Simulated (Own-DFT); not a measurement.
# A pressure from energies alone: corundum Al2O3, 78 atoms (Al32O46), with two O vacancies

These are calculations. Each geometry was run twice at fixed positions with Own-DFT, a retired in-house plane-wave program that no person has reviewed: with PBE, and with HSE06 (exact exchange share 0.25 at short range, screening 0.11 per bohr, Gygi-Baldereschi treatment of its divergence). Both used PseudoDojo norm-conserving files made for PBE, a cutoff of 48 hartree, the Gamma point alone, fixed occupations, a neutral cell and no spin. With Gamma alone and a thickness of 7.9 Å, finite-size errors remain in every number. The oxygen file's force components were 24 meV/Å off all-electron values in a glass.

Unstrained cell vectors in Å: (5.494, 0.000, 8.660); (-2.747, 4.758, 8.660); (-2.747, -4.758, 8.660), volume V0 = 679.1 Å³, from measured lattice constants. Each geometry has its own random strain of a few per cent, its own defect sites and random moves of rms u per axis. HSE06 gave the energy alone. D is its energy less that of PBE, over the lowest D shown. The PBE stress wasn't checked against mesh or cutoff.

```
run  V - V0 (Å³)   u (Å)  P with PBE (GPa)  D (eV)
  1         -2.5  0.0502              9.23   0.377
  2          1.8  0.0502              8.47   0.472
  3        -10.5  0.0470             12.50   0.000
  4         25.0  0.0302             -0.15   1.248
  5          0.4  0.0532              9.56   0.398
  6         -6.3  0.0489             11.49   0.141
  7         -3.4  0.0293              8.70   0.106
  8         -0.9  0.0523              9.90   0.441
  9         -6.8  0.0485             12.35   0.115
 10         14.0  0.0539              3.79   1.073
 11          7.9  0.0517              5.53   0.801
 12         16.3  0.0301              1.66   0.968
 13          2.5  0.0502              8.86       ?
```

## What the rows give

D = 0.16 + 0.0410 (V - V0) + 106 u² eV, with an error of 0.0013 on the volume slope, 18 on the last term and a scatter of 0.04 eV. Pressure is -dE/dV, and 1 eV/Å³ is 160.2 GPa, so HSE06 changes the pressure by -6.6 ± 0.2 GPa. With the ions held to the strained lattice, the PBE pressure falls by 246 ± 14 GPa per unit of volume strain; the shape of the strain isn't fitted, so the true error is larger, and a relaxed crystal would be softer. On that slope HSE06's volume at a given pressure is about 2.7 % smaller, or 0.9 % in lengths. At u = 0 and V0 the PBE pressure is 7.4 GPa, which puts the zero-pressure volume, against the measured cell and with the defects in, at +3.0 % for PBE and +0.4 % for HSE06, each good to a few tenths of a per cent.

## Test on the hidden row

Question: what D should run 13 give?

The fit gives 0.53 eV, with rows scattering by 0.04. Computed: 0.507 eV.
